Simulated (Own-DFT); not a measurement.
# Computed records: Si₃N₄ (beta silicon nitride, strained, atoms displaced)

Computed with Own-DFT development build. A calculation, not a measurement: plane-wave PBE density functional theory by an unreviewed code, no spin, of a simulated periodic cell, stress positive in tension, free energy of the whole cell less one offset for each atom, forces on such cells passed a denser k mesh, this cell's mesh not checked; offsets are fitted by least squares, one for each functional and potential file, so energies compare only between cells with the same atoms and settings and are not formation energies; the far tail of each file's local potential was reset to the Coulomb form; each entry is a single point on an unrelaxed cell, so the pressure reflects the starting lattice, mostly measured values (interpolated for alloys), from which strain is counted, and rises with the displacements; printed positions are rounded, which can move forces by about a meV/angstrom; the program, named Own-DFT, is a retired in-house code; no spin-orbit coupling.

### Si₃N₄ (beta silicon nitride, strained, atoms displaced)

```
Si3N4
1.0
      7.7367     0.0975     0.1199
     -3.7839     6.4872    -0.0584
      0.1376     0.0021     8.8442
Si N Si N Si N
6 8 6 8 6 8
Direct
  0.17693 0.76173 0.08318
  0.23831 0.39766 0.07842
  0.60378 0.83640 0.07316
  0.83407 0.22987 0.25556
  0.78197 0.60828 0.25940
  0.39651 0.16719 0.24620
  0.32829 0.01995 0.08447
  0.96946 0.29427 0.08042
  0.70282 0.66563 0.08914
  0.66884 0.96465 0.25370
  0.04782 0.71446 0.24736
  0.30565 0.33284 0.23785
  0.32150 0.67075 0.08584
  0.66255 0.32685 0.25744
  0.18069 0.76338 0.42789
  0.23167 0.40772 0.41366
  0.58823 0.81350 0.42552
  0.82108 0.22777 0.58382
  0.76550 0.59647 0.57734
  0.40540 0.17534 0.58452
  0.32250 0.01185 0.41832
  0.95727 0.29112 0.42219
  0.70325 0.67794 0.42003
  0.66937 0.96943 0.59965
  0.03656 0.70206 0.57212
  0.29552 0.33985 0.58359
  0.33750 0.67319 0.41747
  0.66003 0.32910 0.58902
  0.18670 0.76372 0.74885
  0.23031 0.41140 0.76200
  0.59000 0.83087 0.74821
  0.82180 0.22679 0.91446
  0.77239 0.61172 0.91761
  0.41329 0.17900 0.91514
  0.33731 0.02009 0.75353
  0.96949 0.30992 0.75224
  0.68932 0.66206 0.74980
  0.67035 0.96510 0.92595
  0.03865 0.69882 0.92063
  0.31610 0.34085 0.91777
  0.34134 0.67267 0.75187
  0.67783 0.34214 0.90953
```

| Item | Value |
| --- | --- |
| functional | PBE |
| potential files | PseudoDojo norm-conserving, scalar-relativistic, standard set |
| wave cutoff | 42 hartree |
| occupations | Fermi-Dirac |
| smearing width | 0.1 eV |
| k mesh | 3 x 3 x 3 centred on Gamma |
| free energy of cell above offsets | -2.311 eV |
| pressure | 2.97 GPa |
| stress xx | -1.04 GPa |
| stress yy | -6.63 GPa |
| stress zz | -1.24 GPa |
| stress yz | 3.49 GPa |
| stress xz | 5.2 GPa |
| stress xy | 6.13 GPa |

Force:
| element | x (eV/Å) | y (eV/Å) | z (eV/Å) |
| --- | --- | --- | --- |
| Si | -3.573 | 1.317 | -0.863 |
| Si | -3.956 | 2.423 | 1.111 |
| Si | -1.336 | -4.708 | 7.966 |
| Si | -2.455 | -0.698 | -1.675 |
| Si | 1.605 | -1.964 | -2.737 |
| Si | 2.826 | -0.612 | 1.171 |
| N | -0.015 | 3.068 | -1.505 |
| N | 0.935 | -0.132 | 0.204 |
| N | -1.263 | 1.341 | -0.023 |
| N | 0.348 | -0.302 | 0.254 |
| N | -2.583 | -1.761 | 3.025 |
| N | -0.82 | -0.011 | 3.018 |
| N | 7.664 | -2.802 | -0.537 |
| N | 0.166 | 1.314 | -0.061 |
| Si | -0.901 | 0.235 | -5.716 |
| Si | -0.622 | -0.902 | 0.2 |
| Si | -1.404 | 3.664 | -1.55 |
| Si | -0.431 | 1.09 | 1.883 |
| Si | 1.83 | -0.587 | 2.309 |
| Si | -0.586 | -0.915 | -0.549 |
| N | 0.008 | 5.6 | 0.202 |
| N | 3.077 | 1.435 | -1.06 |
| N | 1.184 | -0.834 | 0.559 |
| N | 0.005 | 0.754 | -4.415 |
| N | -2.957 | -1.891 | 5.509 |
| N | 1.336 | -1.211 | 0.213 |
| N | 1.447 | -2.497 | 0.322 |
| N | 0.394 | 0.739 | -0.615 |
| Si | -4.198 | -0.353 | 0.624 |
| Si | 0.081 | -0.999 | -2.179 |
| Si | 1.49 | -2.006 | 3.878 |
| Si | 0.259 | 1.901 | 1.674 |
| Si | 2.845 | -1.705 | -0.414 |
| Si | 1.954 | -1.139 | 0.808 |
| N | -0.548 | 2.736 | -0.899 |
| N | 1.016 | -0.476 | -0.629 |
| N | 0.128 | 1.225 | -0.087 |
| N | -0.109 | 2.672 | -6.329 |
| N | -1.563 | -0.065 | -1.734 |
| N | -0.285 | -0.529 | -1.898 |
| N | 0.647 | -1.361 | 0.05 |
| N | -1.637 | -1.053 | 0.498 |
